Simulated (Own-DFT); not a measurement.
Simulation results for Al$_{3}$GaAs$_{4}$ (zincblende random alloy, strained, atoms displaced)

Computed with Own-DFT development build. A calculation, not a measurement: plane-wave density functional theory by an unreviewed code, no spin, of a simulated periodic cell, stress positive in tension, run twice, with PBE and with PBEsol, both on files made for PBE, so the change isn't that of files made for PBEsol, forces on such cells passed a denser k mesh, this cell's mesh not checked; the far tail of each file's local potential was reset to the Coulomb form; each entry is a single point on an unrelaxed cell, so the pressure reflects the starting lattice, mostly measured values (interpolated for alloys), from which strain is counted, and rises with the displacements; printed positions are rounded, which can move forces by about a meV/angstrom; the program, named Own-DFT, is a retired in-house code; no spin-orbit coupling; stress was not checked against mesh or cutoff.

Settings shared by all entries: functional PBE, then PBEsol; potential files PseudoDojo norm-conserving, scalar-relativistic, standard set; wave cutoff 42 hartree; occupations Fermi-Dirac; smearing width 0.1 eV; k mesh 3 x 3 x 3 centred on Gamma.

(1) Al$_{3}$GaAs$_{4}$ (zincblende random alloy, strained, atoms displaced)

```
Al3GaAs4
1.0
     11.2837     0.2073    -0.1994
      0.2073    11.2424    -0.1576
     -0.1994    -0.1576    11.1531
Ga Al Ga Al As Al Ga As Al Ga Al As Al As Al As Al Ga Al As Al As Al Ga Al Ga As
1 1 1 1 4 2 2 4 2 1 1 4 4 4 4 4 1 1 2 4 4 4 1 1 1 1 4
Direct
  0.00052 0.99668 0.99717
  0.00651 0.24837 0.25274
  0.24356 0.00133 0.24469
  0.25197 0.25422 0.00819
  0.12840 0.12827 0.11559
  0.12418 0.37855 0.37799
  0.37990 0.12261 0.36855
  0.37619 0.37285 0.13144
  0.99960 0.00325 0.49506
  0.99673 0.24622 0.75131
  0.24826 0.00089 0.74815
  0.24997 0.25738 0.49486
  0.12453 0.11821 0.62081
  0.12472 0.37419 0.86681
  0.36902 0.12766 0.87667
  0.37143 0.37305 0.62899
  0.00423 0.49507 0.00139
  0.00591 0.73850 0.24908
  0.24250 0.49949 0.24532
  0.25000 0.74685 0.00349
  0.12840 0.62055 0.11894
  0.12487 0.87564 0.36794
  0.37710 0.62707 0.38229
  0.38535 0.87730 0.13108
  0.00515 0.49765 0.49609
  0.00060 0.75070 0.74846
  0.24669 0.50446 0.74212
  0.24592 0.74525 0.50084
  0.12552 0.62923 0.62989
  0.12576 0.87378 0.87949
  0.37122 0.62517 0.87780
  0.37694 0.86820 0.62398
  0.50002 0.00260 0.00567
  0.50135 0.24686 0.25121
  0.74711 0.00342 0.24140
  0.74994 0.25215 0.00084
  0.63313 0.13003 0.12204
  0.62137 0.37310 0.37407
  0.87150 0.12534 0.37721
  0.87932 0.37490 0.12762
  0.50427 0.99653 0.50249
  0.50616 0.24924 0.74829
  0.75389 0.00417 0.75490
  0.75582 0.24055 0.50047
  0.62686 0.12564 0.62436
  0.61724 0.37186 0.87307
  0.87227 0.12730 0.87599
  0.88140 0.38410 0.62444
  0.49875 0.50541 0.00428
  0.49715 0.74541 0.24929
  0.74896 0.49677 0.24817
  0.74940 0.75673 0.01007
  0.62574 0.61672 0.12131
  0.62631 0.87179 0.37789
  0.87709 0.61981 0.37536
  0.87364 0.87110 0.12353
  0.49650 0.50159 0.50004
  0.50055 0.74208 0.74896
  0.74386 0.50525 0.74321
  0.74667 0.75474 0.50016
  0.63601 0.62584 0.63392
  0.62559 0.88079 0.86789
  0.87645 0.62149 0.87763
  0.86949 0.87623 0.62456
```

- PBE pressure: 5.6 GPa
- PBE stress xx: -5.35 GPa
- PBE stress yy: -5.59 GPa
- PBE stress zz: -5.88 GPa
- PBE stress yz: -1.75 GPa
- PBE stress xz: -3.03 GPa
- PBE stress xy: 3.18 GPa
- PBEsol pressure: 3.35 GPa
- PBEsol stress xx: -3.09 GPa
- PBEsol stress yy: -3.33 GPa
- PBEsol stress zz: -3.62 GPa
- PBEsol stress yz: -1.72 GPa
- PBEsol stress xz: -2.95 GPa
- PBEsol stress xy: 3.09 GPa
- rms change of force components from PBE to PBEsol: 0.042 eV/Å

Force:
```csv
force element,PBE force x (eV/Å),PBE force y (eV/Å),PBE force z (eV/Å),PBEsol force x (eV/Å),PBEsol force y (eV/Å),PBEsol force z (eV/Å)
Ga,-0.598,0.107,0.434,-0.558,0.116,0.4
Al,-0.628,-0.443,0.079,-0.616,-0.44,0.077
Ga,0.57,-0.261,0.384,0.571,-0.243,0.363
Al,-0.32,0.164,-1.126,-0.318,0.164,-1.114
As,-0.621,-0.033,0.455,-0.61,-0.165,0.459
As,0.468,-0.1,-1.322,0.582,-0.12,-1.288
As,-0.42,0.06,0.519,-0.524,0.052,0.499
As,0.393,0.793,-0.441,0.321,0.839,-0.373
Al,-0.381,-1.21,0.365,-0.373,-1.193,0.353
Al,0.049,-0.104,-0.324,0.055,-0.1,-0.316
Ga,0.354,-0.759,0.499,0.354,-0.713,0.474
Ga,0.469,-1.416,0.501,0.469,-1.347,0.479
As,0.075,1.315,-0.18,0.176,1.267,-0.143
As,0.592,0.113,0.475,0.579,0.112,0.465
As,0.81,0.079,-0.117,0.777,0.057,-0.211
As,0.738,0.52,-0.595,0.724,0.389,-0.591
Al,-0.631,-0.428,-0.498,-0.619,-0.425,-0.493
Al,-0.83,0.446,0.219,-0.813,0.443,0.215
Ga,0.998,-0.307,1.258,0.977,-0.296,1.201
Al,0.42,0.666,0.432,0.416,0.66,0.428
As,-0.13,0.689,-0.246,-0.06,0.597,-0.168
As,0.043,-0.126,0.23,0.096,-0.067,0.17
As,-0.604,0.037,-1.399,-0.64,-0.001,-1.414
As,-1.069,0.071,-0.896,-1.111,0.128,-0.826
Al,-0.659,0.639,1.319,-0.65,0.633,1.307
Al,-0.92,0.054,0.889,-0.91,0.052,0.874
Al,0.346,-0.854,1.4,0.34,-0.843,1.379
Al,-0.161,0.582,0.13,-0.16,0.572,0.129
As,-0.382,0.177,-1.534,-0.373,0.175,-1.509
As,0.373,-0.026,-0.843,0.334,0.086,-0.805
As,0.335,-0.051,-0.669,0.376,-0.006,-0.71
As,-0.132,0.676,-0.216,-0.123,0.643,-0.099
Al,0.055,-0.121,-0.736,0.052,-0.119,-0.728
Al,0.062,-0.297,0.111,0.06,-0.287,0.11
Al,0.45,-1.012,1.291,0.449,-0.994,1.272
Al,0.047,0.368,-0.034,0.046,0.359,-0.032
As,-0.927,0.387,-0.381,-0.91,0.385,-0.378
As,0.822,0.235,0.336,0.806,0.228,0.326
As,0.903,-0.273,-1.653,0.885,-0.269,-1.624
As,0.186,-0.027,-0.353,0.188,-0.023,-0.343
Al,-0.756,-0.094,0.165,-0.745,-0.093,0.171
Ga,-1.324,-0.726,0.201,-1.272,-0.682,0.185
Al,-0.69,-0.568,-0.357,-0.684,-0.564,-0.351
Al,-0.895,1.722,0.901,-0.885,1.698,0.887
As,0.439,-0.12,-0.277,0.37,-0.053,-0.205
As,1.086,1.276,0.406,0.988,1.174,0.323
As,0.718,0.336,0.11,0.762,0.268,0.169
As,-0.467,-0.805,-0.31,-0.453,-0.784,-0.307
Al,-0.854,-1.424,-0.551,-0.844,-1.4,-0.545
Al,0.631,-0.58,0.795,0.618,-0.574,0.785
Al,-0.062,-0.444,0.753,-0.062,-0.438,0.743
Al,-0.935,-1.236,-1.728,-0.923,-1.219,-1.71
As,0.516,1.585,0.52,0.51,1.556,0.51
As,-0.288,0.683,-1.542,-0.212,0.593,-1.436
As,-0.262,0.713,-0.303,-0.307,0.744,-0.251
As,1.396,0.909,0.948,1.424,0.943,0.888
Al,0.696,-0.702,1.101,0.685,-0.695,1.081
Ga,-0.194,0.381,0.765,-0.173,0.397,0.721
Al,1.773,-2.263,2.464,1.758,-2.234,2.434
Ga,0.648,-1.158,0.399,0.634,-1.094,0.388
As,-2.065,1.296,-2.817,-2.067,1.402,-2.767
As,-0.121,-0.292,0.81,-0.171,-0.344,0.747
As,-0.244,0.664,-0.06,-0.238,0.651,-0.057
As,1.114,0.512,-0.152,1.021,0.439,-0.215
```

(2) Al$_{3}$GaAs$_{4}$ (zincblende random alloy, strained, atoms displaced)

```
Al3GaAs4
1.0
     11.2481     0.1541     0.0391
      0.1541    11.5331     0.1448
      0.0391     0.1448    11.4654
Al As Al Ga As Ga Al As Ga Al Ga As Al As Al As Al Ga Al As Al As
4 4 3 1 4 3 1 4 1 2 1 4 4 4 4 4 1 2 1 4 4 4
Direct
  0.00097 0.00405 0.00411
  0.99821 0.24151 0.24483
  0.24526 0.00292 0.25470
  0.25192 0.25065 0.99989
  0.11865 0.12356 0.12697
  0.12438 0.37822 0.37361
  0.37571 0.12247 0.37837
  0.37679 0.36974 0.13358
  0.99676 0.00848 0.49643
  0.00312 0.24292 0.75829
  0.25648 0.99662 0.75792
  0.24861 0.24793 0.50827
  0.12327 0.12500 0.63099
  0.12388 0.37284 0.87572
  0.37639 0.12914 0.88251
  0.37325 0.37717 0.61645
  0.00884 0.50025 0.99751
  0.00217 0.74415 0.24295
  0.24819 0.49385 0.24892
  0.25692 0.75122 0.00060
  0.11589 0.62504 0.12749
  0.12962 0.87415 0.37293
  0.36604 0.62798 0.38084
  0.37114 0.87105 0.12885
  0.99870 0.50518 0.49760
  0.00405 0.75135 0.74653
  0.24859 0.50535 0.75463
  0.24768 0.75404 0.49794
  0.13226 0.62714 0.62740
  0.12972 0.86878 0.87248
  0.37197 0.62461 0.87753
  0.37920 0.87384 0.62095
  0.50182 0.99886 0.00102
  0.49305 0.25607 0.24627
  0.75165 0.00405 0.25225
  0.74555 0.25439 0.00140
  0.62396 0.12520 0.12620
  0.62814 0.36908 0.37804
  0.87395 0.12656 0.37741
  0.87094 0.37367 0.12411
  0.49887 0.00795 0.48959
  0.49599 0.24922 0.74704
  0.74612 0.00561 0.75666
  0.75195 0.25070 0.49682
  0.61956 0.12896 0.62274
  0.62726 0.37570 0.86957
  0.86999 0.12785 0.88008
  0.88028 0.36836 0.62479
  0.50304 0.49249 0.99377
  0.50280 0.75139 0.25542
  0.75688 0.49753 0.25316
  0.74763 0.74652 0.00930
  0.63419 0.61905 0.12961
  0.62332 0.87474 0.37117
  0.87256 0.62074 0.37412
  0.87267 0.86733 0.11716
  0.50458 0.50724 0.49752
  0.50309 0.75499 0.75030
  0.75256 0.49657 0.75237
  0.74999 0.74046 0.50050
  0.62723 0.62378 0.62891
  0.62232 0.88415 0.87614
  0.87947 0.62351 0.87224
  0.88125 0.87281 0.62332
```

* PBE pressure: 1.49 GPa
* PBE stress xx: -2.28 GPa
* PBE stress yy: -0.94 GPa
* PBE stress zz: -1.25 GPa
* PBE stress yz: 1.55 GPa
* PBE stress xz: 0.02 GPa
* PBE stress xy: 2.27 GPa
* PBEsol pressure: -0.58 GPa
* PBEsol stress xx: -0.2 GPa
* PBEsol stress yy: 1.13 GPa
* PBEsol stress zz: 0.82 GPa
* PBEsol stress yz: 1.53 GPa
* PBEsol stress xz: 0.02 GPa
* PBEsol stress xy: 2.21 GPa
* rms change of force components from PBE to PBEsol: 0.038 eV/Å

Force:
```csv
force element,PBE force x (eV/Å),PBE force y (eV/Å),PBE force z (eV/Å),PBEsol force x (eV/Å),PBEsol force y (eV/Å),PBEsol force z (eV/Å)
Al,-0.082,-0.952,-0.581,-0.079,-0.938,-0.569
Al,-0.237,1.341,0.81,-0.235,1.322,0.797
Al,0.745,-0.143,-0.244,0.737,-0.144,-0.24
Al,-0.277,0.123,0.752,-0.275,0.124,0.742
As,0.958,-0.069,-0.612,0.938,-0.069,-0.603
As,-0.454,-1.078,0.101,-0.387,-0.989,0.141
As,-1.226,1.255,-1.274,-1.253,1.286,-1.203
As,-1.11,1.348,-2.226,-1.157,1.385,-2.135
Al,0.905,-1.084,0.75,0.89,-1.068,0.739
Al,-0.335,0.504,-0.227,-0.33,0.501,-0.225
Al,0.074,0.172,-0.505,0.072,0.167,-0.499
Ga,-0.136,0.256,-0.55,-0.13,0.259,-0.534
As,0.255,-0.682,-0.134,0.308,-0.611,-0.185
As,0.448,-0.005,-0.28,0.383,0.062,-0.21
As,-0.002,-0.432,-0.676,0.002,-0.423,-0.66
As,0.132,0.417,0.879,0.073,0.346,0.807
Ga,-0.912,-0.098,0.442,-0.897,-0.09,0.421
Ga,-0.78,0.993,1.279,-0.76,0.935,1.213
Ga,0.013,0.906,0.279,-0.011,0.867,0.279
Al,-0.699,-0.266,0.598,-0.689,-0.262,0.589
As,1.863,-0.708,-1.082,1.758,-0.727,-0.999
As,-1.447,0.302,-0.13,-1.389,0.186,-0.098
As,0.795,-0.5,-1.032,0.726,-0.416,-1.033
As,0.296,0.697,-0.215,0.346,0.633,-0.153
Ga,0.598,-0.477,0.774,0.573,-0.472,0.723
Al,0.108,-0.281,0.376,0.109,-0.277,0.368
Al,0.511,-0.877,-0.261,0.501,-0.862,-0.258
Ga,0.332,0.033,0.898,0.318,0.017,0.848
As,-0.883,0.007,-0.599,-0.855,0.029,-0.69
As,-0.52,0.682,0.46,-0.506,0.666,0.449
As,0.711,-0.045,-0.254,0.693,-0.042,-0.253
As,-0.181,0.602,-0.094,-0.226,0.543,-0.143
Al,-0.432,0.141,0.904,-0.424,0.138,0.892
Al,1.701,-1.638,1.744,1.677,-1.612,1.723
Al,0.204,-0.683,-0.254,0.199,-0.673,-0.251
Al,0.106,-0.143,0.314,0.103,-0.139,0.309
As,-0.31,0.212,-0.114,-0.306,0.21,-0.115
As,-0.821,0.898,-0.812,-0.756,0.928,-0.845
As,-0.342,0.053,-0.83,-0.339,0.057,-0.817
As,0.631,-0.051,-0.346,0.61,0.055,-0.318
Al,0.985,-1.341,1.479,0.966,-1.324,1.457
Al,-0.031,0.534,0.082,-0.031,0.525,0.078
Al,0.588,-0.168,-0.93,0.577,-0.163,-0.915
Al,0.18,-0.115,1.151,0.181,-0.11,1.129
As,0.447,-0.429,-0.21,0.435,-0.417,-0.207
As,-0.571,-0.613,-0.16,-0.559,-0.605,-0.159
As,0.127,-0.213,-0.047,0.121,-0.206,-0.041
As,-0.228,0.308,0.057,-0.179,0.348,0.009
Al,-0.057,0.542,0.927,-0.058,0.531,0.913
Ga,-0.3,-0.673,-0.258,-0.301,-0.636,-0.248
Ga,-0.224,-0.578,0.295,-0.218,-0.553,0.267
Al,0.123,-0.033,-1.365,0.127,-0.035,-1.335
As,-1.493,-0.021,-0.262,-1.438,-0.041,-0.14
As,0.59,0.168,0.551,0.518,0.103,0.479
As,0.19,0.686,-0.303,0.244,0.592,-0.343
As,0.294,1.186,0.842,0.345,1.109,0.877
Al,-0.105,-0.455,0.144,-0.103,-0.447,0.138
Al,-0.034,-0.242,0.268,-0.036,-0.24,0.26
Al,0.785,0.187,-0.379,0.775,0.184,-0.374
Al,0.116,1.047,0.112,0.111,1.027,0.109
As,-0.287,-0.07,0.031,-0.282,-0.07,0.034
As,0.28,-1.329,0.061,0.273,-1.296,0.06
As,-0.523,0.308,0.097,-0.454,0.246,0.153
As,-1.051,0.587,-0.21,-1.026,0.577,-0.207
```
